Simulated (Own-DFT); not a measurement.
# Around an empty site: diamond silicon, 63 atoms (Si63), with one Si vacancy

These are calculations, not measurements. The program, named Own-DFT, is a retired in-house plane-wave density functional code that no person has reviewed. Each row is one single-point run on a periodic cell that was not relaxed, without spin or spin-orbit coupling.

Settings of every run: PBE; PseudoDojo norm-conserving scalar-relativistic files; cutoff 20 hartree; 3 x 3 x 3 k mesh centred on Gamma; Fermi-Dirac smearing of 0.1 eV.

Known limits: not probed for a lower state with spin; forces not confirmed at this smearing and k mesh; stress not checked against mesh or cutoff.

Cell vectors in Å: (10.862, 0.000, 0.000); (0.000, 10.862, 0.000); (0.000, 0.000, 10.862). Every atom was also moved at random, by a Gaussian of width 0.03 Å on each axis. The defect's site can differ from row to row. The empty site has 4 nearest neighbours, all Si. For each, d is its distance from the empty site and R the part of its force along the line away from it, positive outwards. The last column is the rms force component on atoms over 4.5 Å away.

| run | d1 (Å) | d2 (Å) | d3 (Å) | d4 (Å) | R1 (eV/Å) | R2 (eV/Å) | R3 (eV/Å) | R4 (eV/Å) | far F (eV/Å) |
|---|---|---|---|---|---|---|---|---|---|
| 1 | 2.289 | 2.301 | 2.334 | 2.393 | -0.14 | 0.03 | -0.26 | -0.45 | 0.52 |
| 2 | 2.328 | 2.335 | 2.338 | 2.345 | -0.08 | -0.34 | -0.21 | -0.21 | 0.50 |
| 3 | 2.295 | 2.390 | 2.398 | 2.429 | -0.13 | -0.33 | -0.42 | -0.63 | 0.48 |
| 4 | 2.326 | 2.349 | 2.356 | 2.369 | -0.41 | -0.33 | -0.38 | -0.35 | 0.51 |
| 5 | 2.343 | 2.362 | 2.363 | 2.409 | -0.18 | -0.55 | -0.49 | -0.41 | 0.53 |
| 6 | 2.329 | 2.330 | 2.347 | 2.364 | -0.28 | -0.18 | -0.52 | -0.45 | 0.44 |
| 7 | 2.305 | 2.316 | 2.327 | 2.360 | -0.09 | -0.14 | -0.21 | -0.29 | 0.52 |
| 8 | 2.301 | 2.356 | 2.360 | 2.361 | -0.13 | -0.32 | -0.36 | -0.20 | 0.47 |
| 9 | 2.337 | 2.339 | 2.344 | 2.375 | -0.21 | -0.28 | -0.24 | -0.47 | 0.50 |
| 10 | 2.327 | 2.338 | 2.392 | 2.393 | ? | ? | ? | ? | ? |

## Worked fit

A straight line through the 36 neighbours shown gives R = -0.30 - 3.6 (d - 2.347) eV/Å, with a scatter of 0.10 left by the moves of the other atoms. The slope, with an error of 0.5, is the pull back towards the neighbour's own site. The constant, -0.30 ± 0.02 eV/Å, is the force at the mean distance: with one bond gone, the neighbours are pushed inwards, towards the empty site. It shows how a relaxation would start, not where it would end, and it depends somewhat on the width of the random moves.

## Withheld run

Question: what mean R should the neighbours of run 10 feel? Their mean d is 2.362 Å.

The line gives -0.35 ± 0.05 eV/Å, by the scatter of the means of the runs shown. The calculation gave R = -0.16, -0.34, -0.31, -0.67, a mean of -0.37 eV/Å.
